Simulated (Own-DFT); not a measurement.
# Response to strain: zincblende GaAs, 64 atoms (As32Ga32)

No measurement is shown. These are fixed-geometry runs of a retired plane-wave code named Own-DFT, which no person has reviewed; spin and spin-orbit coupling are neglected.

Method: PBE; PseudoDojo norm-conserving scalar-relativistic files; cutoff 42 hartree; 3 x 3 x 3 k mesh centred on Gamma; Fermi-Dirac smearing of 0.1 eV.

Known weak points: forces not confirmed at this smearing and k mesh; stress not checked against mesh or cutoff.

Unstrained cell vectors in Å: (11.307, 0.000, 0.000); (0.000, 11.307, 0.000); (0.000, 0.000, 11.307). The unstrained cell has measured lattice constants (interpolated for alloys), not those of this functional. That, the random moves and any unrelaxed bonds set the pressure at no strain. The cell is deformed uniformly in each run, and the atoms keep their fractional places. Each coordinate of each atom was shifted by a normal deviate of width 0.05 Å. Stress is counted positive in tension, P = -(s_xx + s_yy + s_zz)/3, and strain components are those of the symmetric tensor.

```
run  e_xx (%)  e_yy (%)  e_zz (%)  e_yz (%)  e_xz (%)  e_xy (%)  s_xx (GPa)  s_yy (GPa)  s_zz (GPa)  s_yz (GPa)  s_xz (GPa)  s_xy (GPa)  P (GPa)  E (meV/atom)
  1     -1.30      1.25     -0.32      1.23     -1.00     -1.26       -5.21       -3.76       -4.71        2.31       -1.66       -2.53     4.56          19.2
  2     -1.17      0.71     -1.77     -1.18     -0.38     -1.07       -6.21       -5.12       -6.53       -1.74       -0.44       -1.53     5.95          32.2
  3      0.78     -0.44      1.43     -1.80     -0.61      0.28       -2.52       -3.23       -2.15       -2.24       -0.89       -0.08     2.63           0.0
  4     -0.15     -0.23      0.82     -1.52     -1.03      1.54       -4.11       -4.15       -3.63       -1.62       -1.60        2.70     3.97          21.4
  5     -0.99     -0.48     -0.36     -1.63      1.43     -1.25       -6.04       -5.77       -5.72       -2.39        2.34       -2.21     5.84          37.9
  6     -0.24     -1.96     -1.91      0.47      1.45     -1.06       -7.04       -8.03       -8.12        1.18        2.86       -1.94     7.73          50.2
  7     -1.45     -1.99     -1.75     -1.22     -1.36      0.30       -8.74       -8.87       -8.87       -2.72       -2.22        0.64     8.83          67.6
  8      1.15      0.32      0.62     -1.22      0.45     -0.63       -2.23       -2.69       -2.58       -1.64        0.44       -0.84     2.50           1.4
  9     -1.62     -1.70     -0.27     -0.61      0.71      0.09       -7.17       -7.17       -6.33       -0.81        0.97       -0.46     6.89          26.9
 10     -0.33     -0.93      1.33      1.86      1.62     -0.57       -4.37       -4.71       -3.36        2.67        2.38       -1.52     4.15          20.6
 11     -1.55      1.59     -0.54      1.73     -1.13      0.55       -5.49       -3.76       -4.91        3.54       -1.78        1.38     4.72          27.6
 12      0.76      1.39      1.45     -0.79     -1.53      0.00       -1.68       -1.39       -1.44       -0.78       -1.70        0.81     1.50           1.0
 13     -1.00      0.94      0.81     -1.51     -0.90     -0.53       -4.07       -3.09       -3.24       -2.11       -1.53       -0.66     3.47           6.6
 14     -0.04      1.02     -1.26      0.89     -1.52     -1.88       -4.36       -3.74       -4.99        0.84       -2.75       -2.45     4.36          17.5
 15      0.74     -1.00     -0.77     -0.93      1.78     -0.11           ?           ?           ?           ?           ?           ?        ?             ?
```

E is the free energy for each atom above the lowest run shown.

## What the rows give

Least squares on the runs shown: each stress against a constant and the strains, taken as fractions with shears doubled. Shear strains stay in the fit of a normal stress only where such slopes are resolved. The slopes, in GPa:

| stress | at no strain | per e_xx | per e_yy | per e_zz | scatter |
|---|---|---|---|---|---|
| s_xx | -4.2 | 117 ± 6 | 65 ± 4 | 68 ± 5 | 0.18 |
| s_yy | -4.2 | 61 ± 6 | 119 ± 4 | 66 ± 5 | 0.17 |
| s_zz | -4.3 | 59 ± 7 | 64 ± 5 | 124 ± 6 | 0.21 |

The slope of each shear stress on twice its own strain, from a fit on all six strains: yz 77 ± 4, xz 83 ± 7, xy 90 ± 8 GPa. These are stiffnesses along x, y and z of the frame in which the cell vectors are given, which need not be the crystal's axes. These are clamped-ion slopes: internal relaxation, where symmetry allows it, would soften some. Slopes across the diagonal should nearly agree, so their difference gauges the noise. A ninth of the table's sum, 82 ± 2 GPa, estimates the bulk modulus near the mean pressure of these runs, 4.8 GPa, so it lies above the value at zero pressure.

## Withheld run

The question: what normal stresses and pressure should run 15 give?

From the fit: s_xx = -4.5, s_yy = -5.5, s_zz = -5.4 and P = 5.2 GPa. The run itself gave -4.51, -5.42, -5.30 and P = 5.07 GPa.
